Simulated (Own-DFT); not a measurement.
# Bulk modulus against bond length in tetrahedral crystals

Source: density functional calculations with Own-DFT, an unreviewed in-house program that is no longer used. Nothing was measured or relaxed, and spin and spin-orbit coupling are left out.

Caveats (not all hold for every row): forces on such cells moved up to 12 meV/angstrom on a denser k mesh; forces not confirmed at this smearing and k mesh; k mesh not checked against a denser one; forces on such cells passed a denser k mesh, each cell not checked; stress not checked against mesh or cutoff.

All runs are PBE with PseudoDojo norm-conserving files; cutoff and k mesh are each material's own. Every cell starts from measured lattice constants and was given uniform random strains and small random moves of its atoms. Each triple is the change of volume in per cent, the rms move u in Å and the pressure in GPa.

- 3C SiC (C32Si32), 10.36 Å³/atom unstrained: (-3.04, 0.051, 13.48); (-2.37, 0.047, 11.14); (-2.14, 0.054, 11.25); (-1.30, 0.046, 8.03); (0.07, 0.052, 5.57); (0.96, 0.050, 2.99); (1.26, 0.050, 2.67)
- wurtzite AlN (Al64N64), 10.45 Å³/atom unstrained: withheld
- wurtzite GaN (Ga48N48), 11.42 Å³/atom unstrained: (-1.48, 0.051, 10.50); (-1.09, 0.048, 9.11); (-1.00, 0.050, 9.14); (-0.83, 0.051, 9.78); (-0.33, 0.049, 8.16); (0.18, 0.053, 7.16); (2.44, 0.051, 2.42)
- diamond silicon (Si64), 20.02 Å³/atom unstrained: (-2.30, 0.049, 5.06); (-2.17, 0.048, 4.93); (-1.47, 0.050, 4.06); (0.35, 0.050, 2.24); (1.45, 0.049, 1.18); (3.51, 0.049, -0.65); (3.92, 0.048, -0.77)
- zincblende InP (In48P48), 25.27 Å³/atom unstrained: (-2.80, 0.051, 6.03); (-0.85, 0.050, 4.23); (-0.35, 0.049, 3.88); (-0.32, 0.049, 4.12); (-0.31, 0.043, 3.91); (0.61, 0.047, 3.21); (2.30, 0.051, 2.23)
- grey tin (Sn64), 34.15 Å³/atom unstrained: (-2.91, 0.051, 5.25); (-1.44, 0.047, 4.35); (-1.25, 0.052, 4.41); (-1.25, 0.049, 4.39); (-0.11, 0.051, 3.87); (0.91, 0.051, 3.15); (1.29, 0.046, 3.09)

## Worked fit

Fit a line to each set against the fractional change of volume; B is minus its slope, and u is nearly the same within a set. To take it to zero pressure, assume that B rises by 4 GPa for each GPa: B0 = B - 4 x (mean pressure). The bond length of an ideal tetrahedral crystal with the unstrained volume v is d = (√3/4)(8 v)^(1/3). Cohen's empirical rule reads B0 = (1971 - 220 L) d^(-3.5) GPa, with L = 0 for group IV crystals and SiC and 1 for III-V compounds.

```
                material  L  d (Å)   B (GPa)  mean P (GPa)  B0 (GPa)  rule (GPa)
        3C SiC (C32Si32)  0  1.888  249 ± 11           7.9  218 ± 11         213
  wurtzite AlN (Al64N64)  1  1.893         ?             ?         ?         188
  wurtzite GaN (Ga48N48)  1  1.950  202 ± 13           8.0  170 ± 13         169
  diamond silicon (Si64)  0  2.352    95 ± 3           2.3    86 ± 3          99
zincblende InP (In48P48)  1  2.541    74 ± 5           3.9    59 ± 5          67
         grey tin (Sn64)  0  2.810    52 ± 2           4.1    36 ± 2          53
```

A line through ln[B0/(1971 - 220 L)] against ln d has a slope of -4.4 ± 0.2 and a scatter of 7 %. Against the rule, B0 stands at 102 % for 3C SiC, 100 % for wurtzite GaN, 87 % for diamond silicon, 87 % for zincblende InP, 67 % for grey tin. PBE tends to make silicon and heavier crystals too soft, and the rule itself is only a guide.

## Test on the hidden row

Asked: what B0 does the fitted trend give for wurtzite AlN (Al64N64)?

From the line: 195 GPa. Its own runs give B = 237 ± 6 GPa at a mean pressure of 8.0 GPa, so B0 = 205 GPa.
